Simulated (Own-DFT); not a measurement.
# Computed records: AlN (wurtzite, atoms displaced)

A calculation, not a measurement: plane-wave PBE density functional theory by an unreviewed code, no spin, of a simulated periodic cell, stress positive in tension, free energy of the whole cell less one offset for each atom, forces on such cells passed a denser k mesh, this cell's mesh not checked; offsets are fitted by least squares, one for each functional and potential file, so energies compare only between cells with the same atoms and settings and are not formation energies; the far tail of each file's local potential was reset to the Coulomb form; each entry is a single point on an unrelaxed cell, so the pressure reflects the starting lattice, mostly measured values (interpolated for alloys), from which strain is counted, and rises with the displacements; printed positions are rounded, which can move forces by about a meV/angstrom; the program, named Own-DFT, is a retired in-house code; no spin-orbit coupling. Program: Own-DFT development build.

```yaml
- formula: AlN
  kind: "wurtzite, atoms displaced"
  structure:
    cell_angstrom: [[12.448, 0.0, 0.0], [-6.224, 10.7803, 0.0], [0.0, 0.0, 9.964]]
    atoms_fractional:
      - [Al, 0.08967, 0.15621, 0.00785]
      - [Al, 0.16117, 0.07195, 0.23796]
      - ["N", 0.07078, 0.15579, 0.17708]
      - ["N", 0.17029, 0.07773, 0.44338]
      - [Al, 0.07068, 0.16493, 0.50868]
      - [Al, 0.17584, 0.10206, 0.76616]
      - ["N", 0.07813, 0.16946, 0.68532]
      - ["N", 0.17714, 0.08094, 0.93662]
      - [Al, 0.08758, 0.41355, 0.00958]
      - [Al, 0.16347, 0.31282, 0.25381]
      - ["N", 0.07325, 0.40972, 0.18429]
      - ["N", 0.16824, 0.33467, 0.42968]
      - [Al, 0.09483, 0.43737, 0.48583]
      - [Al, 0.16067, 0.31833, 0.7579]
      - ["N", 0.08259, 0.42143, 0.68638]
      - ["N", 0.16246, 0.31883, 0.95883]
      - [Al, 0.09189, 0.67796, 0.00749]
      - [Al, 0.15193, 0.56554, 0.26341]
      - ["N", 0.08132, 0.66536, 0.19054]
      - ["N", 0.17163, 0.57509, 0.43553]
      - [Al, 0.07507, 0.67188, 0.50601]
      - [Al, 0.16655, 0.57946, 0.75842]
      - ["N", 0.08585, 0.67285, 0.67501]
      - ["N", 0.18271, 0.60298, 0.93817]
      - [Al, 0.10035, 0.93375, 0.01496]
      - [Al, 0.16299, 0.8309, 0.24891]
      - ["N", 0.08139, 0.90812, 0.20348]
      - ["N", 0.15901, 0.83083, 0.43256]
      - [Al, 0.08064, 0.9095, 0.49624]
      - [Al, 0.15271, 0.8299, 0.7571]
      - ["N", 0.07682, 0.90587, 0.69623]
      - ["N", 0.15408, 0.83027, 0.93233]
      - [Al, 0.32327, 0.16061, 0.01681]
      - [Al, 0.40373, 0.08876, 0.25077]
      - ["N", 0.33984, 0.175, 0.20211]
      - ["N", 0.42536, 0.09351, 0.45157]
      - [Al, 0.32112, 0.17052, 0.49717]
      - [Al, 0.42473, 0.09394, 0.74914]
      - ["N", 0.3401, 0.16445, 0.69494]
      - ["N", 0.40038, 0.06776, 0.93903]
      - [Al, 0.33496, 0.40789, 0.98496]
      - [Al, 0.42434, 0.34121, 0.24084]
      - ["N", 0.33742, 0.4116, 0.18469]
      - ["N", 0.41123, 0.33717, 0.43124]
      - [Al, 0.33103, 0.41601, 0.49744]
      - [Al, 0.40816, 0.31968, 0.74594]
      - ["N", 0.33109, 0.40946, 0.67861]
      - ["N", 0.42233, 0.32972, 0.95733]
      - [Al, 0.33454, 0.6613, 0.99808]
      - [Al, 0.41871, 0.57638, 0.24867]
      - ["N", 0.34123, 0.66836, 0.19584]
      - ["N", 0.40186, 0.57968, 0.43716]
      - [Al, 0.35666, 0.67519, 0.50264]
      - [Al, 0.43162, 0.57534, 0.74746]
      - ["N", 0.33114, 0.65404, 0.69317]
      - ["N", 0.42169, 0.59293, 0.94525]
      - [Al, 0.32708, 0.91096, 0.0088]
      - [Al, 0.42006, 0.83692, 0.25197]
      - ["N", 0.32368, 0.90854, 0.18593]
      - ["N", 0.4184, 0.83627, 0.45446]
      - [Al, 0.32036, 0.91202, 0.49715]
      - [Al, 0.41816, 0.85423, 0.74394]
      - ["N", 0.31732, 0.90284, 0.69047]
      - ["N", 0.42255, 0.82888, 0.93886]
      - [Al, 0.57803, 0.15598, 0.00958]
      - [Al, 0.6672, 0.10441, 0.24946]
      - ["N", 0.5665, 0.15614, 0.16784]
      - ["N", 0.65176, 0.08203, 0.43604]
      - [Al, 0.57728, 0.16586, 0.50369]
      - [Al, 0.67117, 0.09662, 0.76678]
      - ["N", 0.58222, 0.16528, 0.69499]
      - ["N", 0.67609, 0.09399, 0.9344]
      - [Al, 0.56863, 0.41315, 0.00983]
      - [Al, 0.66733, 0.31988, 0.25869]
      - ["N", 0.59434, 0.42082, 0.19341]
      - ["N", 0.66467, 0.31226, 0.42231]
      - [Al, 0.57903, 0.43185, 0.50355]
      - [Al, 0.66966, 0.33801, 0.75769]
      - ["N", 0.57707, 0.42244, 0.69488]
      - ["N", 0.67759, 0.33297, 0.9353]
      - [Al, 0.60269, 0.67557, 0.98718]
      - [Al, 0.66743, 0.59972, 0.25224]
      - ["N", 0.59239, 0.6634, 0.1865]
      - ["N", 0.68389, 0.58646, 0.44844]
      - [Al, 0.58858, 0.66878, 0.51378]
      - [Al, 0.67596, 0.58483, 0.76759]
      - ["N", 0.58063, 0.66283, 0.6917]
      - ["N", 0.67866, 0.58661, 0.93806]
      - [Al, 0.5865, 0.90611, 0.00913]
      - [Al, 0.67271, 0.84046, 0.26419]
      - ["N", 0.57478, 0.91848, 0.21012]
      - ["N", 0.67534, 0.83597, 0.44248]
      - [Al, 0.59764, 0.93581, 0.49888]
      - [Al, 0.65394, 0.82792, 0.73029]
      - ["N", 0.57759, 0.90824, 0.69518]
      - ["N", 0.6742, 0.84601, 0.95316]
      - [Al, 0.82758, 0.15416, 0.00375]
      - [Al, 0.91828, 0.07257, 0.24518]
      - ["N", 0.84082, 0.16641, 0.1915]
      - ["N", 0.90706, 0.07835, 0.45563]
      - [Al, 0.83647, 0.17231, 0.50027]
      - [Al, 0.91952, 0.08662, 0.77909]
      - ["N", 0.83416, 0.16126, 0.70749]
      - ["N", 0.92948, 0.0935, 0.93083]
      - [Al, 0.83433, 0.41918, 0.01166]
      - [Al, 0.91151, 0.32369, 0.26069]
      - ["N", 0.8281, 0.39695, 0.20806]
      - ["N", 0.90781, 0.3141, 0.43742]
      - [Al, 0.84585, 0.42886, 0.50725]
      - [Al, 0.94048, 0.35391, 0.75357]
      - ["N", 0.82178, 0.41501, 0.68189]
      - ["N", 0.92138, 0.34577, 0.94215]
      - [Al, 0.83946, 0.68987, 0.0091]
      - [Al, 0.92069, 0.58974, 0.22958]
      - ["N", 0.84547, 0.66261, 0.19356]
      - ["N", 0.908, 0.59265, 0.44691]
      - [Al, 0.83153, 0.66591, 0.51399]
      - [Al, 0.91199, 0.59358, 0.75928]
      - ["N", 0.83918, 0.66911, 0.67773]
      - ["N", 0.92525, 0.56909, 0.9401]
      - [Al, 0.81265, 0.90253, 0.00594]
      - [Al, 0.92283, 0.83042, 0.24171]
      - ["N", 0.83452, 0.91753, 0.18627]
      - ["N", 0.93579, 0.85762, 0.43769]
      - [Al, 0.83842, 0.9123, 0.50825]
      - [Al, 0.91447, 0.82215, 0.74447]
      - ["N", 0.83372, 0.91322, 0.68349]
      - ["N", 0.91371, 0.827, 0.95781]
  settings:
    functional: PBE
    potential_files: "PseudoDojo norm-conserving, scalar-relativistic, standard set"
    "wave_cutoff [hartree]": 42.0
    occupations: Fermi-Dirac
    "smearing_width [eV]": 0.1
    hardware: "one NVIDIA H100"
    k_mesh: "2 x 2 x 2 centred on Gamma"
  results:
    "pressure [GPa]": null
    "stress_xx [GPa]": null
    "stress_yy [GPa]": null
```

## Withheld values
1. What pressure does the calculation give for AlN (wurtzite, atoms displaced)?
2. Estimate the stress xx of AlN (wurtzite, atoms displaced).
3. AlN (wurtzite, atoms displaced): stress yy?

## Answers
1. 13.01 GPa
2. -11.72 GPa
3. -10.09 GPa

Further results for AlN (wurtzite, atoms displaced):

- free energy of cell above offsets: -21.593 eV
- stress zz: -17.21 GPa
- stress yz: 1.58 GPa
- stress xz: -1.24 GPa
- stress xy: -0.72 GPa
- wall time: 417.4 s

Force:
```
element  x (eV/Å)  y (eV/Å)  z (eV/Å)
     Al    -2.468      0.47    -3.319
     Al     -0.23     2.352     4.196
      N     3.107    -0.462     3.708
      N     -3.22    -0.182    -1.536
     Al     1.267     0.142    -2.616
     Al     0.181    -2.951    -5.379
      N     1.658    -1.651     3.082
      N    -2.397     0.929     3.137
     Al    -1.774     0.773    -2.188
     Al     -0.57     2.874    -2.166
      N     1.448     -0.46     3.213
      N    -0.714    -1.145     2.365
     Al    -0.016    -10.22      4.19
     Al    -1.115     3.969    -0.466
      N     4.066     0.535    -1.324
      N     1.003      1.42    -2.791
     Al     0.269    -2.639    -1.574
     Al     1.452     2.468    -3.949
      N     1.388      0.24      0.55
      N    -1.316     8.628    -0.084
     Al     0.953    -0.882    -3.655
     Al     0.543     2.199     -2.11
      N    -0.429    -1.477     5.443
      N    -1.928    -2.846     1.163
     Al    -0.861    -5.296    -1.962
     Al     2.046    -1.721     0.858
      N     0.468     2.559    -3.249
      N     1.055    -0.202     0.247
     Al      1.95     2.536     2.518
     Al     3.028    -0.404    -2.232
      N    -1.518     2.917    -1.095
      N      0.64     1.435     4.053
     Al     4.494      1.51    -1.411
     Al     5.106    -2.829     2.002
      N    -4.092    -0.842    -2.076
      N    -4.639    -2.718    -2.241
     Al     3.931     0.844     0.595
     Al     -0.07     -3.77      1.03
      N    -3.338     -0.04    -1.175
      N     0.436     2.405     0.718
     Al    -1.333      2.49     2.574
     Al      0.87     0.427     1.638
      N    -1.701     0.002     -0.59
      N     1.279       0.3     1.022
     Al    -0.976     0.081     -1.33
     Al     0.955     3.238     0.683
      N      0.11    -0.925     3.388
      N    -3.628    -3.058    -3.429
     Al    -0.025     2.683     1.543
     Al    -1.227     0.936    -0.852
      N    -0.838    -0.871    -0.518
      N     6.045    -1.454     -0.79
     Al    -5.081     0.888     2.407
     Al    -6.283    -0.651     1.419
      N      1.09     0.949    -0.462
      N     4.132    -3.089    -1.703
     Al     1.448    -1.039    -3.305
     Al    -2.299    -2.332     1.502
      N    -0.313     1.515     2.455
      N     0.009     1.028    -1.616
     Al     1.833     0.831     1.078
     Al     2.019    -4.324     1.544
      N    -1.658      3.03    -0.766
      N    -1.069     1.591     0.588
     Al    -0.055     1.155    -9.305
     Al     1.339     -3.12     0.299
      N    -0.362     1.027     9.417
      N     2.282     2.855     -0.28
     Al     2.005     0.852     1.215
     Al     1.159    -1.045    -4.888
      N     0.328     1.139    -0.198
      N    -1.059    -2.655     5.453
     Al     6.781     2.285     0.392
     Al    -2.217     1.728    -5.312
      N    -0.862     0.307     0.379
      N    -0.814     2.887     6.816
     Al     1.325    -3.395    -0.481
     Al    -0.502    -0.821    -1.461
      N      0.79    -0.347     0.215
      N    -2.683    -0.493     2.545
     Al    -3.184    -1.115     1.864
     Al     6.693    -4.535     2.231
      N    -4.529      3.44    -1.508
      N    -4.926     0.559    -1.815
     Al    -0.236    -0.275    -3.406
     Al    -0.555    -0.618    -5.095
      N     3.545      0.96     0.918
      N    -0.608     0.141     3.154
     Al    -5.081     2.305     0.864
     Al      -1.3    -0.537    -2.171
      N     4.334      1.88    -2.424
      N    -0.734    -0.911     1.992
     Al    -1.034    -4.016     1.143
     Al     2.721     1.592     1.763
      N    -0.807     3.317    -1.424
      N    -2.792    -5.152    -4.527
     Al     1.245     3.586    -0.573
     Al    -2.755     1.396     2.548
      N    -1.073     -1.92    -0.093
      N     1.003     0.044     -2.62
     Al    -1.186    -4.799     3.424
     Al    -1.555    -1.555    -14.46
      N     -0.27     1.621    -1.668
      N     0.683    -1.674     13.32
     Al     0.625     -2.24    -0.046
     Al     1.549      0.36    -1.976
      N    -0.832     3.358    -2.524
      N     0.569     7.173     0.904
     Al    -1.334    -2.155    -2.984
     Al    -5.784     -4.08     1.661
      N     1.947     1.579     2.051
      N     1.849    -1.499     0.132
     Al     1.792    -10.47     2.263
     Al      2.93    -5.019     3.945
      N    -6.571     3.417    -1.561
      N     3.605    -1.399    -2.041
     Al     1.173     2.428    -5.483
     Al      3.58    -2.599    -0.957
      N    -2.053    -0.824     6.908
      N     -1.68     3.993     0.502
     Al     8.177     4.743     0.601
     Al    -2.574    -0.454     2.355
      N     0.366    -1.978     0.866
      N    -3.261    -4.359      -1.9
     Al    -0.578     1.563    -1.678
     Al    -1.297     3.345     1.259
      N    -0.364    -0.925     4.178
      N    -0.038     9.238    -3.666
```
